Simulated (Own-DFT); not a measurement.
## Calculated data, Si3N4 (beta silicon nitride, atoms displaced)

Computed with Own-DFT development build. A calculation, not a measurement: plane-wave PBE density functional theory by an unreviewed code, no spin, of a simulated periodic cell, stress positive in tension, free energy of the whole cell less one offset for each atom, some atoms lie very close together; forces on such cells moved up to 12 meV/angstrom on a denser k mesh; offsets are fitted by least squares, one for each functional and potential file, so energies compare only between cells with the same atoms and settings and are not formation energies; the far tail of each file's local potential was reset to the Coulomb form; each entry is a single point on an unrelaxed cell, so the pressure reflects the starting lattice, mostly measured values (interpolated for alloys), from which strain is counted, and rises with the displacements; printed positions are rounded, which can move forces by about a meV/angstrom; the program, named Own-DFT, is a retired in-house code; no spin-orbit coupling; before rounding, a Quantum ESPRESSO 7.3.1 run of the same cell and cutoff gave forces within 1 meV/angstrom rms on each cell, which checks the program and not the settings.

```cif
# cell vector a (Å): 15.2120 0.0000 0.0000
# cell vector b (Å): -7.6060 13.1740 0.0000
# cell vector c (Å): 0.0000 0.0000 5.8180
data_Si3N4
_symmetry_space_group_name_H-M 'P 1'
_symmetry_Int_Tables_number 1
_cell_length_a 15.2120
_cell_length_b 15.2120
_cell_length_c 5.8180
_cell_angle_alpha 90.000
_cell_angle_beta 90.000
_cell_angle_gamma 120.000
_cell_volume 1165.94
loop_
_atom_site_label
_atom_site_type_symbol
_atom_site_fract_x
_atom_site_fract_y
_atom_site_fract_z
_atom_site_occupancy
Si1 Si 0.08889 0.37934 0.13762 1
Si2 Si 0.10599 0.19799 0.12845 1
Si3 Si 0.29395 0.40991 0.13089 1
Si4 Si 0.41368 0.11334 0.38352 1
Si5 Si 0.37250 0.28923 0.34146 1
Si6 Si 0.21043 0.08396 0.37657 1
N1 N 0.17489 0.01688 0.11446 1
N2 N 0.48483 0.14626 0.13812 1
N3 N 0.35554 0.34012 0.11650 1
N4 N 0.32354 0.49089 0.38414 1
N5 N 0.02485 0.35138 0.36416 1
N6 N 0.14440 0.15299 0.35394 1
N7 N 0.15896 0.32249 0.09897 1
N8 N 0.35016 0.17713 0.34749 1
Si7 Si 0.07364 0.38228 0.62513 1
Si8 Si 0.11364 0.20669 0.61927 1
Si9 Si 0.28029 0.40284 0.59087 1
Si10 Si 0.41920 0.12431 0.85548 1
Si11 Si 0.38107 0.30018 0.87960 1
Si12 Si 0.19883 0.08051 0.85777 1
N9 N 0.16804 0.01913 0.62834 1
N10 N 0.49910 0.16306 0.65103 1
N11 N 0.35109 0.33108 0.60498 1
N12 N 0.33800 0.48621 0.87838 1
N13 N 0.01163 0.34554 0.88417 1
N14 N 0.15371 0.17402 0.85464 1
N15 N 0.16330 0.33770 0.62516 1
N16 N 0.33806 0.17393 0.87161 1
Si13 Si 0.08862 0.88983 0.16334 1
Si14 Si 0.10340 0.71247 0.13285 1
Si15 Si 0.29779 0.91039 0.13118 1
Si16 Si 0.40346 0.61419 0.36643 1
Si17 Si 0.38029 0.79943 0.39120 1
Si18 Si 0.20295 0.58085 0.38592 1
N17 N 0.16019 0.51682 0.11236 1
N18 N 0.48283 0.65414 0.13866 1
N19 N 0.36368 0.84246 0.11064 1
N20 N 0.32618 0.98104 0.34484 1
N21 N 0.01014 0.85133 0.37437 1
N22 N 0.15311 0.66950 0.36707 1
N23 N 0.17027 0.82455 0.12185 1
N24 N 0.32486 0.66595 0.39161 1
Si19 Si 0.08968 0.89569 0.64063 1
Si20 Si 0.12846 0.71058 0.63799 1
Si21 Si 0.28850 0.89937 0.61906 1
Si22 Si 0.42468 0.62409 0.85447 1
Si23 Si 0.37564 0.79129 0.86858 1
Si24 Si 0.20655 0.58091 0.89622 1
N25 N 0.15347 0.50518 0.61992 1
N26 N 0.48456 0.65154 0.63845 1
N27 N 0.35066 0.82928 0.61810 1
N28 N 0.32776 0.98595 0.86557 1
N29 N 0.00969 0.84680 0.86904 1
N30 N 0.15097 0.67072 0.86483 1
N31 N 0.16855 0.84086 0.63157 1
N32 N 0.34757 0.66422 0.88214 1
Si25 Si 0.59519 0.39277 0.11834 1
Si26 Si 0.62175 0.20346 0.12245 1
Si27 Si 0.79869 0.41389 0.14935 1
Si28 Si 0.92466 0.10958 0.39954 1
Si29 Si 0.88506 0.30187 0.36928 1
Si30 Si 0.70089 0.08776 0.38503 1
N33 N 0.67362 0.02242 0.10574 1
N34 N 0.97779 0.14318 0.08979 1
N35 N 0.84135 0.31445 0.13814 1
N36 N 0.82351 0.48601 0.35737 1
N37 N 0.51909 0.34846 0.37771 1
N38 N 0.64801 0.16585 0.35743 1
N39 N 0.68004 0.34195 0.12759 1
N40 N 0.84149 0.16990 0.35966 1
Si31 Si 0.58459 0.38169 0.66076 1
Si32 Si 0.61240 0.20920 0.63391 1
Si33 Si 0.79511 0.40034 0.61973 1
Si34 Si 0.91523 0.10925 0.86207 1
Si35 Si 0.89467 0.31008 0.87633 1
Si36 Si 0.68887 0.07143 0.87841 1
N41 N 0.66606 0.01205 0.62257 1
N42 N 0.98201 0.14465 0.62741 1
N43 N 0.84992 0.34679 0.58704 1
N44 N 0.83069 0.49419 0.91619 1
N45 N 0.53074 0.35866 0.86870 1
N46 N 0.64207 0.15850 0.87848 1
N47 N 0.65314 0.33184 0.63709 1
N48 N 0.83684 0.16082 0.88436 1
Si37 Si 0.58466 0.88219 0.12372 1
Si38 Si 0.60936 0.70622 0.12167 1
Si39 Si 0.80840 0.91788 0.12599 1
Si40 Si 0.91607 0.61808 0.37644 1
Si41 Si 0.87798 0.79952 0.40940 1
Si42 Si 0.70439 0.58480 0.37367 1
N49 N 0.65753 0.51652 0.09780 1
N50 N 0.99748 0.65985 0.11346 1
N51 N 0.85283 0.83445 0.10232 1
N52 N 0.84020 0.98169 0.37939 1
N53 N 0.51580 0.85307 0.38802 1
N54 N 0.64975 0.66355 0.35981 1
N55 N 0.66384 0.84211 0.12460 1
N56 N 0.82526 0.67301 0.37372 1
Si43 Si 0.58226 0.87911 0.58295 1
Si44 Si 0.60161 0.69735 0.60010 1
Si45 Si 0.80081 0.91136 0.62114 1
Si46 Si 0.91854 0.61737 0.89857 1
Si47 Si 0.88795 0.80669 0.91126 1
Si48 Si 0.69693 0.58953 0.86464 1
N57 N 0.66327 0.51092 0.63279 1
N58 N 0.97583 0.64781 0.61349 1
N59 N 0.83734 0.82891 0.63094 1
N60 N 0.82159 0.96816 0.84330 1
N61 N 0.51017 0.84138 0.86581 1
N62 N 0.63348 0.66955 0.87116 1
N63 N 0.66893 0.84437 0.63914 1
N64 N 0.83635 0.66223 0.88613 1
_calc_functional 'PBE'
_calc_potential_files 'PseudoDojo norm-conserving, scalar-relativistic, standard set'
_calc_wave_cutoff 42  # hartree
_calc_occupations 'Fermi-Dirac'
_calc_smearing_width 0.1  # eV
_calc_k_mesh '2 x 2 x 4 centred on Gamma'
_calc_free_energy_of_cell_above_offsets '31.634'  # eV
_calc_pressure 17.9  # GPa
_calc_stress_xx -17.37  # GPa
_calc_stress_yy -12.67  # GPa
_calc_stress_zz -23.65  # GPa
_calc_stress_yz -0.69  # GPa
_calc_stress_xz 3.55  # GPa
_calc_stress_xy -2.41  # GPa
```

Force:
```csv
element,x (eV/Å),y (eV/Å),z (eV/Å)
Si,0.673,2.621,-5.101
Si,2.172,-2.35,-3.542
Si,-0.541,2.366,-3.41
Si,2.228,1.154,-1.632
Si,5.164,5.65,5.865
Si,0.145,2.979,-2.676
N,-0.996,-1.026,1.621
N,0.745,0.543,-2.062
N,-3.372,1.537,-0.091
N,0.142,-3.506,-2.577
N,-5.233,-2.265,3.326
N,-0.91,1.327,2.141
N,1.417,3.298,1.772
N,-2.74,-8.007,1.526
Si,3.15,-0.113,1.12
Si,1.84,-0.578,-0.569
Si,7.038,3.983,5.336
Si,-1.736,-2.92,6.923
Si,3.021,0.421,-5.024
Si,0.726,7.42,5.558
N,0.129,-1.56,-4.484
N,-8.753,-5.429,-4.772
N,-3.149,1.088,0.018
N,-0.503,-1.267,-0.781
N,3.629,2.383,-0.583
N,1.547,-2.442,2.291
N,-4.436,-4.589,-0.389
N,-0.931,-2.163,-0.665
Si,2.398,-1.067,-6.435
Si,18.77,-2.575,1.408
Si,1.057,-1.666,-7.066
Si,1.015,2.867,1.201
Si,4.132,-2.378,-8.245
Si,-4.25,1.171,-1.501
N,0.012,-5.234,6.969
N,-0.962,-0.727,-0.693
N,-2.373,0.26,3.354
N,0.231,3.062,8.065
N,-0.283,0.78,3.983
N,-0.291,-0.093,1.169
N,-2.734,11.42,0.645
N,2.64,1.265,-0.354
Si,-0.159,-5.132,-0.67
Si,-4.172,-1.401,-6.17
Si,2.774,6.315,0.768
Si,-1.513,-6.018,10.05
Si,4.966,-0.596,1.35
Si,0.254,5.312,-7.795
N,0.503,3.214,2.112
N,-0.868,-0.312,-10.6
N,-5.266,2.858,4.266
N,1.019,-0.426,-1.033
N,3.195,2.937,1.869
N,3.731,-2.277,5.238
N,-3.792,-2.796,-0.309
N,-9.451,0.886,0.104
Si,0.37,-3.036,3.779
Si,-3.565,2.036,-1.105
Si,2.687,-1.357,-6.126
Si,-8.075,-0.635,-9.386
Si,5.107,-5.078,1.568
Si,2.172,1.681,-2.29
N,-0.607,-7.047,11.34
N,4.406,0.942,7.938
N,-3.822,4.951,-5.974
N,1.164,3.835,7.093
N,-1.296,0.24,-0.957
N,1.429,-0.784,5.805
N,-4.441,-4.996,-0.429
N,0.297,-0.906,2.198
Si,2.485,5.586,-17.82
Si,9.405,0.458,-1.479
Si,-15.35,10.27,2.825
Si,-7.643,-2.986,-0.648
Si,-4.667,-7.399,0.625
Si,1.357,8.276,-8.059
N,-1.195,-0.328,-1.514
N,5.608,3.23,2.017
N,12.18,-6.213,2.891
N,2.561,-3.83,-2.994
N,-12.05,-6.141,14.33
N,1.373,0.197,-2.418
N,9.377,0.326,-0.699
N,-2.229,1.561,-1.808
Si,-2.744,2.134,-2.627
Si,1.619,1.503,0.892
Si,-4.008,-1.842,-2.564
Si,-3.905,-0.939,-1.935
Si,1.807,-2.318,-4.827
Si,-2.405,-1.877,-0.741
N,0.439,2.201,3.864
N,-15.14,-8.221,2.432
N,-9.978,5.886,17.61
N,1.213,1.375,-1.347
N,-8.695,-3.922,-11.98
N,-1.844,0.623,0.974
N,5.489,-2.206,1.057
N,4.669,-0.378,0.007
Si,7.803,4.204,15.36
Si,6.63,4.72,1.222
Si,-4.522,-4.173,-5.123
Si,-3.182,-0.532,-5.591
Si,8.112,-9.765,-17.02
Si,1.012,2.236,0.071
N,-0.196,2.293,-2.145
N,4.363,1.884,4.301
N,2.754,-0.853,3.049
N,1.846,8.775,10.2
N,-0.199,0.994,-0.482
N,3.8,-1.955,-1.837
N,0.475,-4.249,-2.582
N,-3.296,3.347,0.248
```
